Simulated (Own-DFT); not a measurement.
# Point defects and the pressure they add: zincblende GaAs

Calculated, not measured: single-point runs of Own-DFT, a retired in-house plane-wave DFT program that no person has reviewed, on unrelaxed cells, without spin or spin-orbit coupling.

Settings: PBE; PseudoDojo norm-conserving scalar-relativistic files; cutoff 42 hartree; 3 x 3 x 3 k mesh centred on Gamma; Fermi-Dirac smearing of 0.1 eV.

Caveats (not all hold for every row): not probed for a lower state with spin; forces on such cells failed a check on a denser k mesh; forces not confirmed at this smearing and k mesh; forces on such cells passed a denser k mesh, each cell not checked; stress not checked against mesh or cutoff.

All runs share one cell, with vectors in Å (11.307, 0.000, 0.000); (0.000, 11.307, 0.000); (0.000, 0.000, 11.307) and a volume of 1445.4 Å³. The atoms are randomly displaced, by u rms on each axis. The defect's site can differ from row to row.

```
                                        cell     formula   u (Å)  P (GPa)
                                   no defect    As32Ga32  0.0202     3.51
                                   no defect    As32Ga32  0.0208     3.51
                                   no defect    As32Ga32  0.0459     3.78
one As on a Ga site and one Ga on an As site    As32Ga32  0.0283     3.92
one As on a Ga site and one Ga on an As site    As32Ga32  0.0313     3.94
one As on a Ga site and one Ga on an As site    As32Ga32  0.0512     4.25
                         one P on an As site   As31Ga32P  0.0274     3.30
                         one P on an As site   As31Ga32P  0.0289     3.33
                         one P on an As site   As31Ga32P  0.0320     3.42
                         one In on a Ga site  As32Ga31In  0.0294     4.29
                         one In on a Ga site  As32Ga31In  0.0295     4.27
                         one In on a Ga site  As32Ga31In  0.0488     4.59
                         one In on a Ga site  As32Ga31In  0.0503        ?
                         one As on a Ga site    As33Ga31  0.0328     4.34
                         one As on a Ga site    As33Ga31  0.0488     4.63
                         one As on a Ga site    As33Ga31  0.0512     4.58
```

## Working it out

P = P0 + c u² + a shift for each defect gives P0 = 3.42 GPa, c = 181 ± 13 GPa/Å² and a scatter of 0.03 GPa. The shifts, and each times the cell's volume:

- one As on a Ga site: 0.73 ± 0.03 GPa, 6.6 eV
- one In on a Ga site: 0.71 ± 0.03 GPa, 6.4 eV
- one As on a Ga site and one Ga on an As site: 0.35 ± 0.03 GPa, 3.2 eV
- one P on an As site: -0.23 ± 0.03 GPa, -2.1 eV

Against the defect-free cell, a freed cell would be larger where the shift is positive and smaller where it is negative (160.2 GPa Å³ is 1 eV). The atoms around the defects weren't relaxed, which would change these numbers.

## The run left out

Question: what pressure belongs in the blank (one In on a Ga site, u = 0.0503 Å)?

Estimate: 4.59 ± 0.04 GPa. DFT gave 4.58 GPa.
